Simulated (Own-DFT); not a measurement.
# Computed records: SiGe (diamond-structure random alloy, atoms displaced)

All values are calculated (Own-DFT development build). A calculation, not a measurement: plane-wave PBE density functional theory by an unreviewed code, no spin, of a simulated periodic cell, stress positive in tension, free energy of the whole cell less one offset for each atom, forces on such cells passed a denser k mesh, this cell's mesh not checked; offsets are fitted by least squares, one for each functional and potential file, so energies compare only between cells with the same atoms and settings and are not formation energies; the far tail of each file's local potential was reset to the Coulomb form; each entry is a single point on an unrelaxed cell, so the pressure reflects the starting lattice, mostly measured values, from which strain is counted, and rises with the displacements; printed positions are rounded, which can move forces by about a meV/angstrom; the program is a retired in-house code; no spin-orbit coupling.

```cif
# cell vector a (Å): 11.0890 0.0000 0.0000
# cell vector b (Å): 0.0000 11.0890 0.0000
# cell vector c (Å): 0.0000 0.0000 11.0890
data_SiGe
_symmetry_space_group_name_H-M 'P 1'
_symmetry_Int_Tables_number 1
_cell_length_a 11.0890
_cell_length_b 11.0890
_cell_length_c 11.0890
_cell_angle_alpha 90.000
_cell_angle_beta 90.000
_cell_angle_gamma 90.000
_cell_volume 1363.57
loop_
_atom_site_label
_atom_site_type_symbol
_atom_site_fract_x
_atom_site_fract_y
_atom_site_fract_z
_atom_site_occupancy
Ge1 Ge 0.00090 0.00587 0.99874 1
Si1 Si 0.99267 0.24548 0.25449 1
Ge2 Ge 0.25541 0.00449 0.24895 1
Si2 Si 0.24702 0.24748 0.00001 1
Ge3 Ge 0.11729 0.12691 0.12275 1
Ge4 Ge 0.12648 0.38319 0.38075 1
Si3 Si 0.36884 0.13083 0.37976 1
Si4 Si 0.37367 0.36503 0.12746 1
Ge5 Ge 0.99114 0.99517 0.48939 1
Si5 Si 0.99040 0.24941 0.74683 1
Ge6 Ge 0.26004 0.00110 0.75720 1
Ge7 Ge 0.24744 0.24861 0.50591 1
Si6 Si 0.11911 0.12028 0.62220 1
Si7 Si 0.12300 0.38215 0.87075 1
Si8 Si 0.37493 0.11589 0.87268 1
Ge8 Ge 0.37480 0.37507 0.62686 1
Ge9 Ge 0.99838 0.48954 0.99867 1
Si9 Si 0.99968 0.75711 0.25332 1
Ge10 Ge 0.24671 0.49916 0.24948 1
Ge11 Ge 0.25752 0.74371 0.99501 1
Ge12 Ge 0.11987 0.62832 0.11897 1
Ge13 Ge 0.12816 0.88663 0.37491 1
Si10 Si 0.37150 0.62010 0.37436 1
Ge14 Ge 0.37580 0.87193 0.13044 1
Si11 Si 0.00502 0.49977 0.48875 1
Ge15 Ge 0.00474 0.74795 0.74452 1
Ge16 Ge 0.24811 0.49695 0.75278 1
Si12 Si 0.23618 0.76146 0.49775 1
Si13 Si 0.11328 0.62530 0.62299 1
Ge17 Ge 0.12379 0.86657 0.87339 1
Si14 Si 0.38721 0.61930 0.87817 1
Ge18 Ge 0.38773 0.87299 0.62300 1
Ge19 Ge 0.49556 0.99456 0.00111 1
Si15 Si 0.49728 0.25002 0.25754 1
Si16 Si 0.73663 0.99517 0.25722 1
Ge20 Ge 0.75328 0.24621 0.00408 1
Ge21 Ge 0.62447 0.12741 0.11886 1
Ge22 Ge 0.63365 0.37280 0.37241 1
Ge23 Ge 0.87984 0.11947 0.37227 1
Si17 Si 0.87836 0.37406 0.12943 1
Si18 Si 0.50314 0.99595 0.50798 1
Si19 Si 0.50562 0.25977 0.74222 1
Ge24 Ge 0.74788 0.99307 0.74971 1
Ge25 Ge 0.75159 0.24679 0.49748 1
Si20 Si 0.61534 0.12608 0.62144 1
Ge26 Ge 0.61893 0.37704 0.87064 1
Ge27 Ge 0.86787 0.12268 0.86485 1
Ge28 Ge 0.88540 0.36784 0.62713 1
Si21 Si 0.50399 0.50056 0.99602 1
Si22 Si 0.49317 0.75037 0.24981 1
Si23 Si 0.74154 0.50144 0.24536 1
Ge29 Ge 0.75523 0.75645 0.00007 1
Si24 Si 0.63293 0.61941 0.12679 1
Si25 Si 0.62310 0.87939 0.37261 1
Si26 Si 0.86619 0.62952 0.37773 1
Ge30 Ge 0.88189 0.87527 0.12726 1
Si27 Si 0.50868 0.49527 0.49385 1
Si28 Si 0.50369 0.74198 0.74508 1
Si29 Si 0.75007 0.49963 0.75091 1
Ge31 Ge 0.74196 0.74765 0.49833 1
Si30 Si 0.61226 0.63426 0.61225 1
Si31 Si 0.61765 0.86919 0.87813 1
Ge32 Ge 0.87895 0.62520 0.88650 1
Si32 Si 0.87339 0.87453 0.62736 1
_calc_functional 'PBE'
_calc_potential_files 'PseudoDojo norm-conserving, scalar-relativistic, standard set'
_calc_wave_cutoff 42  # hartree
_calc_occupations 'Fermi-Dirac'
_calc_smearing_width 0.1  # eV
_calc_k_mesh '3 x 3 x 3 centred on Gamma'
_calc_free_energy_of_cell_above_offsets '-2.761'  # eV
_calc_pressure 3.5  # GPa
_calc_stress_xx -3.35  # GPa
_calc_stress_yy -3.55  # GPa
_calc_stress_zz -3.58  # GPa
_calc_stress_yz 0.26  # GPa
_calc_stress_xz 0.25  # GPa
_calc_stress_xy 0.24  # GPa
```

Force:
```csv
element,x (eV/Å),y (eV/Å),z (eV/Å)
Ge,-0.562,-0.924,-0.936
Si,1.078,1.264,-0.367
Ge,-0.34,0.731,-0.119
Si,0.333,0.265,-0.792
Ge,0.977,0.783,0.729
Ge,0.106,-2.024,-1.194
Si,1.33,-0.805,0.194
Si,0.226,0.859,-0.471
Ge,0.719,-0.131,2.443
Si,2.565,-0.977,1.02
Ge,-1.756,-1.009,-1.847
Ge,-0.51,-0.051,0.005
Si,-0.063,-0.053,0.798
Si,-0.129,-2.364,0.277
Si,1.04,2.717,0.863
Ge,0.499,0.462,-0.703
Ge,0.259,0.392,0.653
Si,0.184,-1.016,0.421
Ge,0.646,0.199,-0.952
Ge,-0.085,0.156,0.169
Ge,0.005,-0.217,0.81
Ge,-0.328,-0.921,-1.001
Si,0.118,0.841,0.612
Ge,-0.431,-0.146,-0.58
Si,-1.995,1.261,1.628
Ge,-1.53,0.05,0.495
Ge,0.259,1.568,-0.444
Si,1.662,-1.88,0.908
Si,1.716,-0.525,-1.083
Ge,0.8,1.062,0.31
Si,-0.741,0.314,-1.053
Ge,-1.832,-0.692,0.524
Ge,0.268,0.362,-0.369
Si,0.01,-0.304,-0.614
Si,1.699,0.997,-1.615
Ge,0.207,1.219,-0.807
Ge,-0.743,-0.72,1.7
Ge,-0.766,0.031,-0.302
Ge,-2.258,0.356,-0.771
Si,-0.804,-0.199,0.47
Si,-0.16,1.068,-1.974
Si,-0.957,-1.965,0.794
Ge,-1.469,0.044,-0.507
Ge,0.306,-0.543,0.779
Si,1.115,0.082,0.468
Ge,1.28,-0.086,0.431
Ge,0.653,0.357,0.9
Ge,-1.579,2.13,-1.355
Si,-0.215,-0.596,1.755
Si,1.343,-1.143,0.782
Si,2.135,-0.355,0.629
Ge,-0.92,-0.496,0.541
Si,-1.682,1.497,-0.983
Si,-1.283,-1.057,0.711
Si,0.991,-0.86,-1.096
Ge,-1.066,0.996,0.595
Si,-1.378,0.646,0.216
Si,-0.409,0.413,1.167
Si,0.019,0.831,-0.799
Ge,0.576,1.282,0.143
Si,1.145,-2.126,1.055
Si,0.433,-0.198,-0.731
Ge,-0.608,-0.245,-1.805
Si,-0.1,-0.609,-0.728
```
